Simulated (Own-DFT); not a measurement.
# How strain changes the stress of wurtzite AlN, 72 atoms (Al36N36)

These are calculations, not measurements. The program, named Own-DFT, is a retired in-house plane-wave density functional code that no person has reviewed. Each row is one single-point run on a periodic cell that was not relaxed, without spin or spin-orbit coupling.

Settings of every run: PBE; PseudoDojo norm-conserving scalar-relativistic files; cutoff 42 hartree; 4 x 4 x 3 k mesh centred on Gamma; Gaussian smearing of 0.01 eV.

Known limits: k mesh not checked against a denser one; stress not checked against mesh or cutoff.

Unstrained cell vectors in Å: (9.336, 0.000, 0.000); (-4.668, 8.085, 0.000); (0.000, 0.000, 9.964). The unstrained cell has measured lattice constants (interpolated for alloys), not those of this functional. That, the random moves and any unrelaxed bonds set the pressure at no strain. Each run strains this cell uniformly, with the atoms carried along. Every atom was also moved at random, by a Gaussian of width 0.05 Å on each axis. Strain is the symmetric tensor, in per cent. Stress is positive in tension, and the pressure is minus a third of its trace.

```
run  e_xx (%)  e_yy (%)  e_zz (%)  e_yz (%)  e_xz (%)  e_xy (%)  s_xx (GPa)  s_yy (GPa)  s_zz (GPa)  s_yz (GPa)  s_xz (GPa)  s_xy (GPa)  P (GPa)  E (meV/atom)
  1      1.30     -1.34      1.31     -1.15     -1.38      1.40       -0.07      -11.83        1.81       -2.88       -3.30        4.92     3.36          24.9
  2      1.38      0.33     -1.49      1.68      0.42     -0.02       -0.57       -2.31      -12.90        4.65        1.10       -2.16     5.26          19.6
  3     -1.68      1.17     -0.23     -1.63      0.56     -1.62      -17.10       -1.83       -4.72       -3.93        3.28       -5.56     7.88          38.8
  4     -1.33     -1.77      0.93     -0.67     -1.03      1.08      -13.64      -15.43       -3.90       -2.51       -1.18        4.04    10.99          40.4
  5      1.15     -0.34      1.95     -0.57     -1.07     -0.79        2.20       -6.41        4.00       -1.35       -1.96       -2.14     0.07           0.0
  6     -0.16     -0.72      0.28     -1.67      0.07     -1.97       -7.53       -9.99       -4.81       -5.01       -0.57       -5.66     7.45          37.5
  7      1.77      1.86     -0.53      0.32     -0.77     -1.67        3.80        3.55       -6.64        1.15       -1.62       -6.09    -0.24          22.5
  8      1.81     -1.84      1.23      1.98     -0.13      0.69        1.23      -12.49       -0.80        5.34       -0.89        3.04     4.02          36.7
  9     -1.83      0.15      0.97     -0.79      0.97      0.24      -13.37       -6.87       -2.05       -2.26        2.12       -0.35     7.43          25.4
 10      1.71     -1.59      1.05      0.81      1.65      1.89       -0.59      -12.08       -0.90        2.62        3.91        6.51     4.52          53.0
 11     -0.17     -0.42      1.55      0.16      1.48     -0.06       -4.21       -7.77        1.00        0.64        3.00       -2.11     3.66          13.9
 12     -0.42     -0.56     -0.32     -1.30     -0.08      1.37       -9.33      -10.49       -6.53       -3.20        0.25        6.52     8.79          29.3
 13     -0.06     -0.46     -0.78     -0.60      1.32     -1.85       -7.16       -9.36      -10.65       -1.04        3.73       -6.04     9.06          42.5
 14     -1.62      0.60      0.94      0.88     -1.13     -0.33      -13.16       -3.70       -1.11        2.06       -2.35        0.61     5.99          19.4
 15      0.25     -1.39     -1.36     -1.51      1.50      0.13       -8.69      -12.60      -13.60       -4.26        4.61        4.18    11.63          44.8
 16     -0.22      0.80     -0.62     -1.83      1.85      0.27       -5.60       -3.43       -8.35       -5.47        3.39       -0.35     5.80          28.2
 17      0.70     -1.25      1.91      1.22     -0.68     -0.34       -0.40      -13.22        1.85        3.29       -0.69       -1.77     3.92          35.8
 18     -1.53      1.65     -0.47     -1.97     -1.95     -1.65           ?           ?           ?           ?           ?           ?        ?             ?
```

E is the free energy for each atom above the lowest run shown.

## Worked fit

Each stress component was fitted by least squares to a constant and the strains of the runs shown, as fractions, with shears doubled. Shear strains stay in the fit of a normal stress only where such slopes are resolved. The slopes, in GPa:

| stress | at no strain | per e_xx | per e_yy | per e_zz | scatter |
|---|---|---|---|---|---|
| s_xx | -6.4 | 501 ± 30 | 116 ± 38 | 135 ± 36 | 1.46 |
| s_yy | -6.3 | 83 ± 18 | 478 ± 23 | 7 ± 22 | 0.90 |
| s_zz | -5.7 | 30 ± 19 | 86 ± 24 | 490 ± 23 | 0.94 |

Each shear stress against twice its own strain: yz 135 ± 5, xz 105 ± 11, xy 163 ± 18 GPa. These are stiffnesses along x, y and z of the frame in which the cell vectors are given, which need not be the crystal's axes. The atoms are held to the strained lattice; where symmetry lets them move under strain, relaxing them would lower some slopes. The table should be nearly symmetric about its diagonal, and what it lacks of that shows the noise. A ninth of its sum, 214 ± 6 GPa, estimates the bulk modulus near the mean pressure of these runs, 5.9 GPa, so it lies above the value at zero pressure.

## Withheld run

Question: what normal stresses and pressure should run 18 give?

The fit gives s_xx = -12.8, s_yy = 0.3, s_zz = -7.0 and P = 6.5 GPa. The calculation gave -13.23, -0.72, -6.31 and P = 6.75 GPa.
